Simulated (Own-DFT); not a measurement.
Simulation results for Hf$_{36}$O$_{71}$ (tetragonal hafnia with one neutral oxygen vacancy, atoms displaced)

A calculation, not a measurement: plane-wave PBE and HSE06 DFT by an unreviewed code, no spin, of a simulated cell at Gamma alone, so results move with cell size and shape, stress positive in tension, energies less offsets, not probed for a lower state with spin; hafnium file: forces about 75 meV/angstrom off all-electron values; oxygen file: force components 24 meV/angstrom off all-electron in a glass; k mesh not checked against a denser one; forces and stress are PBE's, HSE06 gives the energy alone, and its difference from PBE has offsets of its own; offsets are fitted by least squares, one for each functional and potential file, so energies compare only between cells with the same atoms and settings and are not formation energies; the far tail of each file's local potential was reset to the Coulomb form; each entry is a single point on an unrelaxed cell, so the pressure reflects the starting lattice, taken from the Materials Project, from which strain is counted, and rises with the displacements; printed positions are rounded, which can move forces by about a meV/angstrom; the program is a retired in-house code; no spin-orbit coupling. Program: Own-DFT development build.

Entry: Hf$_{36}$O$_{71}$ (tetragonal hafnia with one neutral oxygen vacancy, atoms displaced)

```cif
# cell vector a (Å): 10.7800 0.0000 0.0000
# cell vector b (Å): 0.0000 10.7800 0.0000
# cell vector c (Å): 0.0000 0.0000 10.4493
data_Hf36O71
_symmetry_space_group_name_H-M 'P 1'
_symmetry_Int_Tables_number 1
_cell_length_a 10.7800
_cell_length_b 10.7800
_cell_length_c 10.4493
_cell_angle_alpha 90.000
_cell_angle_beta 90.000
_cell_angle_gamma 90.000
_cell_volume 1214.30
loop_
_atom_site_label
_atom_site_type_symbol
_atom_site_fract_x
_atom_site_fract_y
_atom_site_fract_z
_atom_site_occupancy
Hf1 Hf 0.00319 0.00025 0.99940 1
Hf2 Hf 0.16320 0.16605 0.25021 1
O1 O 0.98671 0.17818 0.14696 1
O2 O 0.17332 0.00979 0.35580 1
O3 O 0.99437 0.17446 0.39795 1
O4 O 0.15991 0.99928 0.10520 1
Hf3 Hf 0.00840 0.99683 0.50064 1
Hf4 Hf 0.16597 0.16778 0.75949 1
O5 O 0.99932 0.16559 0.65035 1
O6 O 0.17558 0.98891 0.84867 1
O7 O 0.00107 0.16840 0.89480 1
O8 O 0.15687 0.98808 0.59910 1
Hf5 Hf 0.99621 0.33726 0.00075 1
Hf6 Hf 0.16294 0.48840 0.25479 1
O9 O 0.99230 0.51006 0.15582 1
O10 O 0.17526 0.32462 0.34626 1
O11 O 0.00404 0.49519 0.40203 1
O12 O 0.16165 0.33994 0.09864 1
Hf7 Hf 0.00012 0.32675 0.50111 1
Hf8 Hf 0.16782 0.49310 0.74554 1
O13 O 0.00025 0.50571 0.65825 1
O14 O 0.16549 0.33686 0.85328 1
O15 O 0.00759 0.49886 0.91082 1
O16 O 0.17004 0.32755 0.59971 1
Hf9 Hf 0.01120 0.66553 0.00717 1
Hf10 Hf 0.16564 0.82736 0.23739 1
O17 O 0.99208 0.82454 0.16668 1
O18 O 0.16706 0.65995 0.33994 1
O19 O 0.98759 0.83010 0.40290 1
O20 O 0.16516 0.66276 0.10304 1
Hf11 Hf 0.99905 0.67433 0.51254 1
Hf12 Hf 0.16942 0.83510 0.74696 1
O21 O 0.99895 0.83109 0.65511 1
O22 O 0.18052 0.67568 0.83662 1
O23 O 0.99490 0.82291 0.91041 1
O24 O 0.16048 0.67065 0.59765 1
Hf13 Hf 0.32287 0.00275 0.99377 1
Hf14 Hf 0.49261 0.17340 0.24756 1
O25 O 0.33100 0.16974 0.15391 1
O26 O 0.50721 0.00004 0.34470 1
O27 O 0.33928 0.16767 0.41061 1
O28 O 0.49332 0.00039 0.09125 1
Hf15 Hf 0.33266 0.99842 0.49707 1
Hf16 Hf 0.49929 0.17370 0.74238 1
O29 O 0.32891 0.15119 0.65458 1
O30 O 0.49586 0.99708 0.85185 1
O31 O 0.32588 0.16017 0.90339 1
O32 O 0.49739 0.99714 0.60812 1
Hf17 Hf 0.33957 0.32468 0.01889 1
Hf18 Hf 0.50874 0.49189 0.24232 1
O33 O 0.31922 0.49491 0.14473 1
O34 O 0.49556 0.33896 0.36079 1
O35 O 0.33749 0.49317 0.40416 1
O36 O 0.50048 0.33725 0.09915 1
Hf19 Hf 0.33793 0.34255 0.50196 1
Hf20 Hf 0.49176 0.50306 0.75284 1
O37 O 0.33862 0.51140 0.65614 1
O38 O 0.49843 0.33939 0.86844 1
O39 O 0.33108 0.49038 0.89622 1
O40 O 0.50217 0.34486 0.59956 1
Hf21 Hf 0.34405 0.66341 0.00759 1
Hf22 Hf 0.50955 0.83650 0.24551 1
O41 O 0.33058 0.82892 0.14803 1
O42 O 0.48688 0.66419 0.34589 1
O43 O 0.49135 0.65271 0.10098 1
Hf23 Hf 0.32228 0.67429 0.50165 1
Hf24 Hf 0.50599 0.82952 0.74654 1
O44 O 0.33633 0.83337 0.66082 1
O45 O 0.50494 0.66139 0.85667 1
O46 O 0.32878 0.83823 0.89673 1
O47 O 0.49967 0.66740 0.59449 1
Hf25 Hf 0.66650 0.99235 0.99605 1
Hf26 Hf 0.84430 0.16019 0.25365 1
O48 O 0.66489 0.16870 0.17072 1
O49 O 0.83413 0.99455 0.33593 1
O50 O 0.65919 0.17611 0.40281 1
O51 O 0.82084 0.00319 0.08374 1
Hf27 Hf 0.66982 0.99212 0.50563 1
Hf28 Hf 0.82966 0.15348 0.75019 1
O52 O 0.66840 0.16073 0.64724 1
O53 O 0.84763 0.99923 0.84294 1
O54 O 0.67607 0.17241 0.90427 1
O55 O 0.84577 0.00435 0.60268 1
Hf29 Hf 0.65708 0.32192 0.01859 1
Hf30 Hf 0.82946 0.49005 0.25476 1
O56 O 0.67117 0.49708 0.16574 1
O57 O 0.82583 0.32781 0.34738 1
O58 O 0.67346 0.50347 0.40585 1
O59 O 0.83686 0.33185 0.09161 1
Hf31 Hf 0.65839 0.32669 0.49359 1
Hf32 Hf 0.83666 0.49230 0.74950 1
O60 O 0.66502 0.49442 0.63615 1
O61 O 0.83069 0.32477 0.84783 1
O62 O 0.67348 0.50532 0.88802 1
O63 O 0.83468 0.34140 0.59199 1
Hf33 Hf 0.68054 0.67086 0.00230 1
Hf34 Hf 0.84540 0.84978 0.25162 1
O64 O 0.67722 0.82436 0.15482 1
O65 O 0.83105 0.67912 0.34500 1
O66 O 0.66355 0.84974 0.39546 1
O67 O 0.83987 0.66969 0.10705 1
Hf35 Hf 0.66283 0.66068 0.50167 1
Hf36 Hf 0.82006 0.84083 0.76057 1
O68 O 0.65693 0.83810 0.64823 1
O69 O 0.83069 0.65516 0.85121 1
O70 O 0.66004 0.84541 0.89728 1
O71 O 0.83380 0.66808 0.61051 1
```

| Property | Result |
| --- | --- |
| first functional | PBE |
| second functional | HSE06 |
| exact exchange share | 0.25 |
| screening | 0.11 1/bohr |
| exchange divergence | Gygi-Baldereschi |
| potential files | PseudoDojo norm-conserving, scalar-relativistic, made for PBE, standard set |
| wave cutoff | 48 hartree |
| occupations | fixed |
| k mesh | 1 x 1 x 1 centred on Gamma |
| PBE energy of cell above offsets | -88.892 eV |
| HSE06 less PBE above offsets | 0.545 eV |
| PBE pressure | 4.41 GPa |
| PBE stress xx | -6.42 GPa |
| PBE stress yy | -2.55 GPa |
| PBE stress zz | -4.26 GPa |
| PBE stress yz | -0.81 GPa |
| PBE stress xz | -0.03 GPa |
| PBE stress xy | -0.04 GPa |

Force:
```tsv
element	x (eV/Å)	y (eV/Å)	z (eV/Å)
Hf	-1.215	0.018	-1.485
Hf	-0.517	0.382	0.117
O	3.278	-1.636	-0.338
O	-0.457	-1.157	-0.668
O	0.274	-2.347	-0.78
O	-0.232	0.335	-0.096
Hf	-0.937	-0.176	0.062
Hf	-0.576	0.693	-0.637
O	0.701	0.258	0.081
O	-1.79	2.687	1.043
O	0.813	-1.457	1.219
O	2.457	0.413	0.085
Hf	0.363	-0.099	-1.208
Hf	-1.066	1.302	-0.6
O	1.028	-1.245	0.334
O	-0.221	-0.108	0.527
O	-0.071	-0.283	0.775
O	0.066	-1.186	0.513
Hf	-0.804	1.914	1.192
Hf	0.281	1.224	1.884
O	1.007	-0.355	-0.425
O	-0.065	-1.49	-0.848
O	0.016	0.86	-0.866
O	0.062	0.709	0.273
Hf	-2.352	-1.772	-0.454
Hf	1.095	-0.938	2.093
O	4.229	1.028	-3.327
O	0.849	1.383	1.029
O	1.459	1.604	0.666
O	1.391	1.041	-0.207
Hf	-2.453	-1.058	-1.266
Hf	-0.087	-1.37	0.104
O	-1.056	0.094	0.249
O	-0.864	-2.434	0.887
O	-0.053	2.611	0.11
O	1.592	-0.118	-0.336
Hf	1.869	-2.901	-0.283
Hf	1.588	-2.055	3.121
O	-0.572	0.256	-0.341
O	-1.518	0.63	-0.154
O	0.528	0.096	-0.696
O	0.985	-0.062	0.836
Hf	0.104	0.021	0.957
Hf	-0.268	-1.418	1.204
O	0.573	0.666	0.569
O	0.586	1.494	-1.089
O	-0.001	2.116	-0.039
O	0.602	0.353	-1.645
Hf	-3.589	2.272	-4.008
Hf	-3.004	2.809	2.564
O	2.507	-0.485	0.651
O	0.535	-0.614	-2.009
O	-1.113	1.911	-0.17
O	-0.884	-0.057	3.762
Hf	-0.564	-1.346	0.097
Hf	2.935	-0.467	1.275
O	-2.236	-0.493	-1.549
O	0.13	-1.859	-1.42
O	0.272	0.86	1.123
O	-1.379	-1.772	1.544
Hf	-3.339	-0.022	-3.169
Hf	-0.563	-0.461	0.845
O	0.656	0.201	0.709
O	0.64	0.757	-0.505
O	3.801	0.123	1.011
Hf	1.408	-0.468	-1.044
Hf	-3.384	0.579	1.709
O	-0.104	-0.371	-2.164
O	-0.493	1.579	-0.483
O	0.941	-0.898	1.692
O	-0.67	0.521	0.473
Hf	-3.581	3.387	0.826
Hf	-2.97	2.174	0.344
O	-0.322	0.804	-1.698
O	0.074	5.6	3.611
O	0.044	-3.803	-0.131
O	3.646	0.003	1.506
Hf	-1.312	1.997	-0.03
Hf	1.041	3.981	-0.699
O	-0.841	0.356	0.672
O	-0.516	-0.587	1.707
O	-0.847	-2.053	0.359
O	-2.154	-0.846	-0.868
Hf	4.823	0.958	-4.32
Hf	2.622	2.7	1.267
O	-0.868	-0.272	-2.644
O	0.316	-0.293	-0.317
O	-0.6	-0.891	-1.59
O	-2.162	0.638	1.296
Hf	2.326	2.975	1.728
Hf	-2.58	-0.386	-0.051
O	-0.03	1.128	1.75
O	1.039	0.571	-0.787
O	-0.575	-0.928	2.628
O	0.083	-0.635	-0.11
Hf	0.866	-1.977	-0.873
Hf	-4.032	-7.605	-0.175
O	-1.962	0.476	-1.429
O	-0.607	-1.631	0.839
O	-0.322	-2.426	0.472
O	-1.065	-0.461	-2.111
Hf	1.724	-0.076	-0.164
Hf	2.546	-4.217	-2.15
O	3.124	0.311	-0.433
O	-0.412	3.057	0.467
O	1.371	-3.261	-0.951
O	-1.024	0.409	-1.027
```
